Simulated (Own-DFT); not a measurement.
# What a defect does to the pressure of its cell: zincblende GaP

Source: density functional calculations with Own-DFT, an unreviewed in-house program that is no longer used. Nothing was measured or relaxed, and spin and spin-orbit coupling are left out.

Settings: PBE; PseudoDojo norm-conserving scalar-relativistic files; cutoff 42 hartree; 3 x 3 x 3 k mesh centred on Gamma; Fermi-Dirac smearing of 0.1 eV.

Known weak points (not all hold for every row): not probed for a lower state with spin; forces on such cells failed a check on a denser k mesh; forces on such cells passed a denser k mesh, each cell not checked; stress not checked against mesh or cutoff.

All runs share one cell, with vectors in Å (10.901, 0.000, 0.000); (0.000, 10.901, 0.000); (0.000, 0.000, 10.901) and a volume of 1295.4 Å³. Atoms were moved at random from their sites; u is the rms move along one axis. The defect's site can differ from row to row.

```
cell,formula,u (Å),P (GPa)
no defect,Ga32P32,0.0192,2.71
no defect,Ga32P32,0.0209,2.72
no defect,Ga32P32,0.0486,3.18
two P on a Ga site each,Ga30P34,0.0468,3.18
two P on a Ga site each,Ga30P34,0.0495,3.35
two P on a Ga site each,Ga30P34,0.0509,?
two P on a Ga site each,Ga30P34,0.0524,3.44
one As on a P site,AsGa32P31,0.0314,3.17
one As on a P site,AsGa32P31,0.0491,3.63
one As on a P site,AsGa32P31,0.0513,3.68
one Ga on a P site and one P on a Ga site,Ga32P32,0.0276,2.93
one Ga on a P site and one P on a Ga site,Ga32P32,0.0330,3.10
one Ga on a P site and one P on a Ga site,Ga32P32,0.0500,3.41
one In on a Ga site,Ga31InP32,0.0299,3.67
one In on a Ga site,Ga31InP32,0.0326,3.71
one In on a Ga site,Ga31InP32,0.0485,4.11
```

## Analysis

P = P0 + c u² + a shift for each defect gives P0 = 2.58 GPa, c = 278 ± 17 GPa/Å² and a scatter of 0.04 GPa. The shifts, and each times the cell's volume:

- one In on a Ga site: 0.86 ± 0.04 GPa, 6.9 eV
- one As on a P site: 0.36 ± 0.04 GPa, 2.9 eV
- one Ga on a P site and one P on a Ga site: 0.17 ± 0.04 GPa, 1.4 eV
- two P on a Ga site each: 0.06 ± 0.04 GPa, 0.5 eV (0.3 eV for each of its 2 sites) (not resolved)

Positive is outwards. The product with the volume (160.2 GPa Å³ to the eV) is nearly free of the cell's size; divided by the bulk modulus at the cell's pressure it gives the volume that the defect adds. The atoms around the defects weren't relaxed, which would change these numbers.

## Test on the hidden row

The question: what pressure belongs in the blank (two P on a Ga site each, u = 0.0509 Å)?

Estimate: 3.36 ± 0.05 GPa. Computed: 3.34 GPa.
